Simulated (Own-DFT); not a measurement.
# Misfit strain and the stress it brings: diamond-structure GeSn with randomly placed atoms, 64 atoms (Ge52Sn12)

Everything here is calculated. The program is Own-DFT (plane waves, in-house, since retired, never reviewed by a person); positions were held fixed, and spin and spin-orbit coupling were off.

Settings: PBE; PseudoDojo norm-conserving scalar-relativistic files; cutoff 49 hartree; 3 x 3 x 3 k mesh centred on Gamma; Fermi-Dirac smearing of 0.1 eV.

Limits: forces on such cells moved up to 12 meV/angstrom on a denser k mesh; stress not checked against mesh or cutoff.

Unstrained cell vectors in Å: (11.628, 0.000, 0.000); (0.000, 11.628, 0.000); (0.000, 0.000, 11.628). The unstrained cell has measured lattice constants (interpolated for alloys), not those of this functional. That, the random moves and any unrelaxed bonds set the pressure at no strain. Each run strains x and y alike by e, as a substrate would, and holds the height along z. Each coordinate of each atom was shifted by a normal deviate of width 0.05 Å. The random placing of the alloy's atoms differs from row to row. Stress is positive in tension.

| e (%) | u (Å) | (s_xx + s_yy)/2 (GPa) | s_zz (GPa) |
|---|---|---|---|
| -3.00 | 0.052 | -11.11 | -9.38 |
| -2.25 | 0.052 | -9.61 | -8.41 |
| -2.00 | 0.048 | -9.17 | -8.06 |
| -1.25 | 0.047 | -7.82 | -7.10 |
| 0.25 | 0.048 | -4.99 | -5.13 |
| 0.75 | 0.055 | -4.56 | -4.97 |
| 1.75 | 0.051 | ? | ? |
| 2.00 | 0.049 | -2.14 | -3.18 |
| 2.50 | 0.049 | -1.89 | -3.06 |
| 3.00 | 0.047 | -1.01 | -2.50 |

## Worked fit

With e as a fraction, the in-plane stress is -5.6 + 168 e - 556 e² GPa (errors 3 and 193, scatter 0.18), and s_zz is -5.6 + 116 e - 413 e² GPa (slope ± 3, scatter 0.16). At e = 0 the first slope is C11 + C12 and the second 2 C12, both with the ions held to the strained lattice and at the cell's own pressure. A free layer would change its height as e changes, and the in-plane slope would drop by 2 C12²/C11 to the biaxial modulus. At fixed height, a misfit of 1 % moves the in-plane stress by about 1.7 GPa and s_zz by 1.2 GPa.

## Withheld run

Q: what are the two stresses at e = 1.75 %?

Estimate: -2.8 and -3.7 GPa. The run itself gave -2.82 and -3.65 GPa.
